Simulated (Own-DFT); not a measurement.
# Device materials side by side: how hard are they to compress?

Calculated, not measured: single-point runs of Own-DFT, a retired in-house plane-wave DFT program that no person has reviewed, on unrelaxed cells, without spin or spin-orbit coupling.

Caveats (not all hold for every row): forces on such cells moved up to 12 meV/angstrom on a denser k mesh; forces not confirmed at this smearing and k mesh; k mesh not checked against a denser one; forces on such cells passed a denser k mesh, each cell not checked; stress not checked against mesh or cutoff.

All runs are PBE with PseudoDojo norm-conserving files; cutoff and k mesh are each material's own. Every cell starts from measured lattice constants and was given uniform random strains and small random moves of its atoms. Each triple is the change of volume in per cent, the rms move u in Å and the pressure in GPa.

- 3C SiC (C48Si48), 10.36 Å³/atom unstrained: (-3.15, 0.047, 13.23); (-1.33, 0.050, 8.41); (-0.03, 0.050, 5.88); (0.62, 0.053, 4.52); (0.65, 0.049, 4.21); (1.44, 0.048, 2.19); (3.97, 0.048, -2.93)
- wurtzite AlN (Al36N36), 10.45 Å³/atom unstrained: (-2.10, 0.049, 10.01); (-2.05, 0.052, 10.28); (-1.89, 0.048, 9.54); (-0.62, 0.050, 7.44); (1.39, 0.054, 4.01); (1.56, 0.051, 2.27); (1.88, 0.049, 2.06)
- wurtzite GaN (Ga48N48), 11.42 Å³/atom unstrained: (-2.56, 0.050, 13.04); (-2.48, 0.047, 12.50); (-1.08, 0.052, 9.93); (-0.86, 0.049, 8.90); (-0.18, 0.051, 7.43); (2.47, 0.048, 2.16); (2.53, 0.047, 2.10)
- diamond silicon (Si64), 20.02 Å³/atom unstrained: (-2.45, 0.051, 5.54); (-2.27, 0.049, 4.82); (-0.74, 0.047, 3.33); (-0.30, 0.052, 2.87); (0.79, 0.049, 2.31); (1.32, 0.045, 1.33); (3.39, 0.053, -0.41)
- zincblende InP (In48P48), 25.27 Å³/atom unstrained: withheld
- grey tin (Sn64), 34.15 Å³/atom unstrained: (-2.55, 0.050, 5.15); (-2.22, 0.048, 4.96); (-1.65, 0.053, 4.62); (-1.58, 0.052, 4.57); (-0.08, 0.049, 3.74); (1.47, 0.049, 3.01); (1.51, 0.050, 2.95)

## Fit

Fit a line to each set against the fractional change of volume; B is minus its slope, and u is nearly the same within a set. To take it to zero pressure, assume that B rises by 4 GPa for each GPa: B0 = B - 4 x (mean pressure). The bond length of an ideal tetrahedral crystal with the unstrained volume v is d = (√3/4)(8 v)^(1/3). Cohen's empirical rule reads B0 = (1971 - 220 L) d^(-3.5) GPa, with L = 0 for group IV crystals and SiC and 1 for III-V compounds.

| material | L | d (Å) | B (GPa) | mean P (GPa) | B0 (GPa) | rule (GPa) |
|---|---|---|---|---|---|---|
| 3C SiC (C48Si48) | 0 | 1.888 | 226 ± 6 | 5.1 | 205 ± 6 | 213 |
| wurtzite AlN (Al36N36) | 1 | 1.893 | 199 ± 11 | 6.5 | 173 ± 11 | 188 |
| wurtzite GaN (Ga48N48) | 1 | 1.950 | 212 ± 5 | 8.0 | 180 ± 5 | 169 |
| diamond silicon (Si64) | 0 | 2.352 | 97 ± 5 | 2.8 | 86 ± 5 | 99 |
| zincblende InP (In48P48) | 1 | 2.541 | ? | ? | ? | 67 |
| grey tin (Sn64) | 0 | 2.810 | 53 ± 1 | 4.1 | 37 ± 1 | 53 |

A line through ln[B0/(1971 - 220 L)] against ln d has a slope of -4.3 ± 0.2 and a scatter of 8 %. Against the rule, B0 stands at 96 % for 3C SiC, 92 % for wurtzite AlN, 106 % for wurtzite GaN, 87 % for diamond silicon, 69 % for grey tin. PBE tends to make silicon and heavier crystals too soft, and the rule itself is only a guide.

## Check

Question: what B0 does the fitted trend give for zincblende InP (In48P48)?

The line gives 52 GPa. Its own runs give B = 75 ± 4 GPa at a mean pressure of 4.5 GPa, so B0 = 57 GPa.
